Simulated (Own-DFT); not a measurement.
# What a defect does to the pressure of its cell: wurtzite GaN

No measurement is shown. These are fixed-geometry runs of a retired plane-wave code named Own-DFT, which no person has reviewed; spin and spin-orbit coupling are neglected.

All runs used: PBE; PseudoDojo norm-conserving scalar-relativistic files; cutoff 42 hartree; 4 x 4 x 3 k mesh centred on Gamma; Fermi-Dirac smearing of 0.1 eV.

Keep in mind (not all hold for every row): not probed for a lower state with spin; forces not confirmed at this smearing and k mesh; stress not checked against mesh or cutoff.

All runs share one cell, with vectors in Å (9.567, 0.000, 0.000); (-4.784, 8.285, 0.000); (0.000, 0.000, 10.370) and a volume of 822.0 Å³. The atoms are randomly displaced, by u rms on each axis. The defect's site can differ from row to row.

| cell | formula | u (Å) | P (GPa) |
|---|---|---|---|
| no defect | Ga36N36 | 0.0212 | 5.98 |
| no defect | Ga36N36 | 0.0214 | 5.93 |
| no defect | Ga36N36 | 0.0496 | 7.36 |
| one N on a Ga site | Ga35N37 | 0.0302 | 5.56 |
| one N on a Ga site | Ga35N37 | 0.0474 | 6.46 |
| one N on a Ga site | Ga35N37 | 0.0485 | 6.59 |
| one Ga on an N site | Ga37N35 | 0.0298 | 12.03 |
| one Ga on an N site | Ga37N35 | 0.0303 | 12.00 |
| one Ga on an N site | Ga37N35 | 0.0487 | 13.14 |
| one Ga on an N site | Ga37N35 | 0.0489 | ? |

## Worked fit

P = P0 + c u² + a shift for each defect gives P0 = 5.62 GPa, c = 715 ± 19 GPa/Å² and a scatter of 0.04 GPa. The shifts, and each times the cell's volume:

- one Ga on an N site: 5.77 ± 0.04 GPa, 29.6 eV
- one N on a Ga site: -0.73 ± 0.04 GPa, -3.7 eV

Against the defect-free cell, a freed cell would be larger where the shift is positive and smaller where it is negative (160.2 GPa Å³ is 1 eV). The atoms around the defects weren't relaxed, which would change these numbers.

## Withheld run

Q: what pressure belongs in the blank (one Ga on an N site, u = 0.0489 Å)?

Estimate: 13.10 ± 0.05 GPa. Computed: 13.55 GPa. That is outside the usual scatter, by luck or through something left out of the fit.
